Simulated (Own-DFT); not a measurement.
# How strain changes the stress of diamond-structure GeSn with randomly placed atoms, 64 atoms (Ge52Sn12)

All numbers below are calculated, not measured. They come from Own-DFT, an in-house plane-wave density functional program, since retired, whose code no person has reviewed. Each row is one single-point run on a periodic cell that was not relaxed, without spin or spin-orbit coupling.

Settings of every run: PBE; PseudoDojo norm-conserving scalar-relativistic files; cutoff 49 hartree; 3 x 3 x 3 k mesh centred on Gamma; Fermi-Dirac smearing of 0.1 eV.

Known limits: forces on such cells moved up to 12 meV/angstrom on a denser k mesh; stress not checked against mesh or cutoff.

Unstrained cell vectors in Å: (11.628, 0.000, 0.000); (0.000, 11.628, 0.000); (0.000, 0.000, 11.628). The unstrained cell has measured lattice constants (interpolated for alloys), not those of this functional. That, the random moves and any unrelaxed bonds set the pressure at no strain. Each run strains this cell uniformly, with the atoms carried along. Every atom was also moved at random, by a Gaussian of width 0.05 Å on each axis. The random placing of the alloy's atoms differs from row to row. Strain is the symmetric tensor, in per cent. Stress is positive in tension, and the pressure is minus a third of its trace.

| run | e_xx (%) | e_yy (%) | e_zz (%) | s_xx (GPa) | s_yy (GPa) | s_zz (GPa) | P (GPa) | E (meV/atom) |
|---|---|---|---|---|---|---|---|---|
| 1 | -0.50 | -0.50 | 0.00 | -6.49 | -6.40 | -6.19 | 6.36 | 41.5 |
| 2 | -2.75 | -2.75 | 0.00 | -10.50 | -10.56 | -9.01 | 10.02 | 81.1 |
| 3 | -1.50 | -1.50 | 0.00 | -8.34 | -8.45 | -7.63 | 8.14 | 74.2 |
| 4 | 1.50 | 1.50 | 0.00 | -3.23 | -3.17 | -3.92 | 3.44 | 10.5 |
| 5 | 2.75 | 2.75 | 0.00 | -1.55 | -1.53 | -2.83 | 1.97 | 6.0 |
| 6 | -3.00 | -3.00 | 0.00 | -10.98 | -11.22 | -9.41 | 10.54 | 91.1 |
| 7 | 2.25 | 2.25 | 0.00 | -2.10 | -2.12 | -3.13 | 2.45 | 0.0 |
| 8 | -2.25 | -2.25 | 0.00 | -9.83 | -9.55 | -8.36 | 9.24 | 77.0 |
| 9 | -1.75 | -1.75 | 0.00 | ? | ? | ? | ? | ? |

E is the free energy for each atom above the lowest run shown.

## Worked fit

The change of volume is close to e_xx + e_yy + e_zz. A straight line through the runs shown gives P = 5.90 - 75 x (fractional change of volume) GPa, with an error of 2 on the slope and a scatter of 0.19 GPa. The strain isn't the same on all axes, but the crystal is cubic, so the slope still estimates the bulk modulus, averaged over pressures from 2.0 to 10.5 GPa.

## Withheld run

Question: what pressure should run 9 give? Its volume changes by -3.47 %.

The line gives 8.5 GPa. The calculation gave 8.52 GPa.
